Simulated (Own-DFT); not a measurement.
# What a change of functional does to the pressure

All numbers below are calculated, not measured. They come from Own-DFT, an in-house plane-wave density functional program, since retired, whose code no person has reviewed. Each row is one single-point run on a periodic cell that was not relaxed, without spin or spin-orbit coupling.

Known limits, some of them of some rows only: not probed for a lower state with spin; forces on such cells failed a check on a denser k mesh; forces on such cells passed a denser k mesh, each cell not checked; stress not checked against mesh or cutoff.

Each cell was run twice at the same cutoff, k mesh and smearing, with PBE and with PBEsol, on PseudoDojo norm-conserving files made for PBE. Atoms were moved at random from their sites; u is the rms move along one axis. Files made for PBEsol would give a somewhat different change.

```
cell,atoms,volume (Å³/atom),u (Å),cutoff (hartree),P with PBE (GPa),P with PBEsol (GPa),change (GPa)
C40 NbSi2 with two Nb on a Si site each (Nb14Si22),36,14.64,0.052,42,8.36,4.31,-4.05
C40 NbSi2 with two Nb on a Si site each (Nb14Si22),36,14.64,0.032,42,7.59,3.55,-4.04
C40 NbSi2 with two Nb on a Si site each (Nb14Si22),36,14.64,0.030,42,7.60,3.55,-4.05
diamond-structure SiGe in clusters (Ge16Si48),64,20.66,0.057,42,3.09,1.31,-1.79
diamond-structure SiGe in clusters (Ge16Si48),64,20.66,0.030,42,2.45,0.66,-1.79
diamond-structure SiGe in clusters (Ge16Si48),64,20.66,0.062,42,3.11,1.30,-1.81
diamond-structure SiGe in ordered layers (Ge16Si48),64,20.66,0.032,42,2.49,0.71,-1.79
diamond-structure SiGe in ordered layers (Ge16Si48),64,20.66,0.031,42,2.50,0.71,-1.79
diamond-structure SiGe in ordered layers (Ge16Si48),64,20.66,0.029,42,2.45,?,?
wurtzite AlGaN with randomly placed atoms (Al9Ga27N36),72,11.00,0.051,42,10.88,5.87,-5.01
wurtzite AlGaN with randomly placed atoms (Al9Ga27N36),72,11.17,0.029,42,6.19,1.30,-4.89
wurtzite AlGaN with randomly placed atoms (Al9Ga27N36),72,11.17,0.031,42,6.28,1.39,-4.89
```

## Worked reading

Mean change of pressure by composition, in GPa: AlGa3N4, -4.93; Nb7Si11, -4.05; GeSi3, -1.79. At a fixed cell PBEsol gives the lower pressure, because it favours a smaller volume than PBE. Here the change varies more between materials than between cells of one material.

## Withheld value

Question: what PBEsol pressure should the Ge16Si48 cell with the blank give?

Adding the mean change of the cells with its composition, -1.79 GPa, to 2.45 gives 0.7 GPa. The calculation gave 0.66 GPa.
